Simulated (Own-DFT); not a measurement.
# Response to strain: beta-Si3N4, 112 atoms (N64Si48)

These are calculations, not measurements. The program, named Own-DFT, is a retired in-house plane-wave density functional code that no person has reviewed. Each row is one single-point run on a periodic cell that was not relaxed, without spin or spin-orbit coupling.

Settings of every run: PBE; PseudoDojo norm-conserving scalar-relativistic files; cutoff 42 hartree; 2 x 2 x 4 k mesh centred on Gamma; Fermi-Dirac smearing of 0.1 eV.

Known limits: forces on such cells moved up to 12 meV/angstrom on a denser k mesh; stress not checked against mesh or cutoff.

Unstrained cell vectors in Å: (15.212, 0.000, 0.000); (-7.606, 13.174, 0.000); (0.000, 0.000, 5.818). The unstrained cell has measured lattice constants (interpolated for alloys), not those of this functional. That, the random moves and any unrelaxed bonds set the pressure at no strain. Each run strains this cell uniformly, with the atoms carried along. Every atom was also moved at random, by a Gaussian of width 0.05 Å on each axis. Strain is the symmetric tensor, in per cent. Stress is positive in tension, and the pressure is minus a third of its trace.

| run | e_xx (%) | e_yy (%) | e_zz (%) | e_yz (%) | e_xz (%) | e_xy (%) | s_xx (GPa) | s_yy (GPa) | s_zz (GPa) | s_yz (GPa) | s_xz (GPa) | s_xy (GPa) | P (GPa) | E (meV/atom) |
|---|---|---|---|---|---|---|---|---|---|---|---|---|---|---|
| 1 | -1.90 | 0.19 | -1.32 | -1.23 | -0.58 | -0.55 | -19.55 | -10.17 | -21.75 | -4.16 | -3.17 | -0.76 | 17.15 | 53.7 |
| 2 | 1.36 | 0.99 | -1.33 | -1.31 | -1.22 | 0.87 | 0.38 | -1.52 | -20.35 | -4.09 | -4.77 | 4.52 | 7.16 | 35.8 |
| 3 | 0.57 | 1.04 | 0.17 | -0.93 | -0.94 | -0.07 | -3.05 | -1.94 | -5.34 | -1.71 | -3.70 | 0.04 | 3.44 | 0.3 |
| 4 | -0.17 | -0.76 | -0.32 | -0.16 | 1.27 | 0.20 | -10.78 | -12.63 | -13.80 | -0.75 | 4.98 | 1.40 | 12.41 | 44.1 |
| 5 | 0.17 | 0.44 | -0.48 | 0.18 | 0.51 | -0.40 | -7.91 | -2.99 | -13.04 | -1.34 | 1.30 | -0.07 | 7.98 | 5.0 |
| 6 | 1.65 | -0.05 | -1.47 | -0.87 | -0.60 | 1.10 | -0.22 | -7.85 | -16.87 | -5.17 | -1.84 | 5.54 | 8.31 | 8.9 |
| 7 | -1.83 | 0.21 | 0.69 | -1.83 | -0.44 | -0.55 | -14.63 | -9.15 | -8.19 | -5.79 | -2.54 | -1.94 | 10.66 | 19.2 |
| 8 | -1.83 | 1.35 | 1.05 | 1.72 | -0.46 | -1.31 | -13.85 | -2.94 | -3.01 | 5.22 | -1.22 | -3.82 | 6.60 | 11.2 |
| 9 | 0.39 | 1.45 | -0.95 | 1.44 | 1.56 | 0.55 | -3.04 | -1.57 | -14.51 | 3.57 | 3.70 | 2.02 | 6.37 | 17.5 |
| 10 | 0.20 | -0.87 | -0.16 | 0.16 | -1.88 | 1.48 | -8.83 | -11.79 | -13.75 | -0.88 | -7.69 | 6.72 | 11.46 | 46.6 |
| 11 | -1.24 | -1.00 | -0.24 | 1.57 | -1.58 | -1.18 | -15.59 | -12.87 | -16.69 | 3.60 | -7.22 | -5.24 | 15.05 | 47.3 |
| 12 | 1.08 | 0.74 | 1.95 | 0.09 | -0.37 | -1.76 | -1.24 | 0.14 | 3.16 | -0.48 | -1.57 | -7.22 | -0.69 | 7.2 |
| 13 | -0.02 | 0.22 | 1.81 | 1.66 | -1.13 | -0.99 | -3.48 | -4.41 | -0.33 | 4.49 | -3.33 | -4.64 | 2.74 | 14.3 |
| 14 | 0.01 | -0.35 | -0.29 | 1.53 | 0.76 | -1.78 | -7.62 | -11.67 | -12.64 | 5.73 | 2.71 | -8.33 | 10.64 | 28.7 |
| 15 | -1.37 | -1.66 | -1.12 | -1.59 | -0.05 | -1.99 | -19.90 | -18.65 | -23.53 | -5.39 | -0.91 | -8.64 | 20.69 | 70.8 |
| 16 | -1.53 | 1.29 | 1.37 | 1.15 | -1.08 | 0.70 | -11.91 | -0.02 | -4.47 | 5.35 | -3.13 | 3.98 | 5.47 | 30.0 |
| 17 | 0.22 | 1.43 | 1.62 | 0.16 | -1.79 | -1.19 | -2.02 | 0.81 | 1.74 | 1.31 | -6.20 | -3.38 | -0.18 | 0.0 |
| 18 | 0.53 | 1.43 | 1.31 | -0.89 | -1.03 | 1.89 | ? | ? | ? | ? | ? | ? | ? | ? |

E is the free energy for each atom above the lowest run shown.

## Worked fit

Each stress component was fitted by least squares to a constant and the strains of the runs shown, as fractions, with shears doubled. Shear strains stay in the fit of a normal stress only where such slopes are resolved. The slopes, in GPa:

| stress | at no strain | per e_xx | per e_yy | per e_zz | scatter |
|---|---|---|---|---|---|
| s_xx | -7.7 | 512 ± 28 | 191 ± 36 | 101 ± 30 | 1.24 |
| s_yy | -7.6 | 123 ± 29 | 500 ± 37 | 105 ± 31 | 1.27 |
| s_zz | -11.3 | 122 ± 38 | 154 ± 49 | 639 ± 40 | 1.68 |

Each shear stress against twice its own strain: yz 149 ± 13, xz 182 ± 12, xy 216 ± 11 GPa. These are stiffnesses along x, y and z of the frame in which the cell vectors are given, which need not be the crystal's axes. The atoms are held to the strained lattice; where symmetry lets them move under strain, relaxing them would lower some slopes. The table should be nearly symmetric about its diagonal, and what it lacks of that shows the noise. A ninth of its sum, 272 ± 7 GPa, estimates the bulk modulus near the mean pressure of these runs, 8.5 GPa, so it lies above the value at zero pressure.

## Withheld run

Question: what normal stresses and pressure should run 18 give?

The fit gives s_xx = -0.9, s_yy = 1.6, s_zz = -0.1 and P = -0.2 GPa. The calculation gave -0.47, 1.73, -2.02 and P = 0.25 GPa.
